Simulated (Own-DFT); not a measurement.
# One host, several defects: B20 RuSi

No measurement is shown. These are fixed-geometry runs of a retired plane-wave code named Own-DFT, which no person has reviewed; spin and spin-orbit coupling are neglected.

Common settings: PBE; PseudoDojo norm-conserving scalar-relativistic files; cutoff 50 hartree; 5 x 4 x 5 k mesh centred on Gamma; cold (Marzari-Vanderbilt) smearing of 0.2 eV.

Limits (not all hold for every row): not probed for a lower state with spin; forces on such cells failed a check on a denser k mesh; stress not checked against mesh or cutoff.

All runs share one cell, with vectors in Å (4.709, 0.000, 4.709); (0.000, 9.417, 0.000); (-4.709, 0.000, 4.709) and a volume of 417.6 Å³. The atoms are randomly displaced, by u rms on each axis. The defect's site can differ from row to row.

```
cell,formula,u (Å),P (GPa)
no defect,Ru16Si16,0.0203,4.38
no defect,Ru16Si16,0.0470,6.44
no defect,Ru16Si16,0.0524,7.08
one Si on a Ru site,Ru15Si17,0.0308,6.46
one Si on a Ru site,Ru15Si17,0.0330,6.57
one Si on a Ru site,Ru15Si17,0.0541,6.83
one Ru on a Si site,Ru17Si15,0.0285,7.79
one Ru on a Si site,Ru17Si15,0.0287,8.37
one Ru on a Si site,Ru17Si15,0.0419,8.85
one Ru on a Si site,Ru17Si15,0.0489,?
one Si vacancy,Ru16Si15,0.0282,1.96
one Si vacancy,Ru16Si15,0.0303,2.63
one Si vacancy,Ru16Si15,0.0519,3.21
one Ru vacancy,Ru15Si16,0.0311,3.09
one Ru vacancy,Ru15Si16,0.0312,3.23
one Ru vacancy,Ru15Si16,0.0479,3.34
```

## Working it out

P = P0 + c u² + a shift for each defect gives P0 = 4.89 GPa, c = 600 ± 155 GPa/Å² and a scatter of 0.47 GPa. The shifts, and each times the cell's volume:

- one Ru on a Si site: 2.77 ± 0.40 GPa, 7.2 eV
- one Si on a Ru site: 0.73 ± 0.39 GPa, 1.9 eV (not resolved)
- one Ru vacancy: -2.52 ± 0.39 GPa, -6.6 eV
- one Si vacancy: -3.17 ± 0.39 GPa, -8.3 eV

A positive shift means that the defect pushes the cell outwards. Shift times volume (160.2 GPa Å³ is 1 eV) depends little on the cell's size, so, taken for each site, it can be compared between cells at like pressure. The atoms around the defects weren't relaxed, which would change these numbers.

## Withheld run

Question: what pressure belongs in the blank (one Ru on a Si site, u = 0.0489 Å)?

From the fit: 9.09 ± 0.58 GPa. The calculation gave 10.23 GPa.
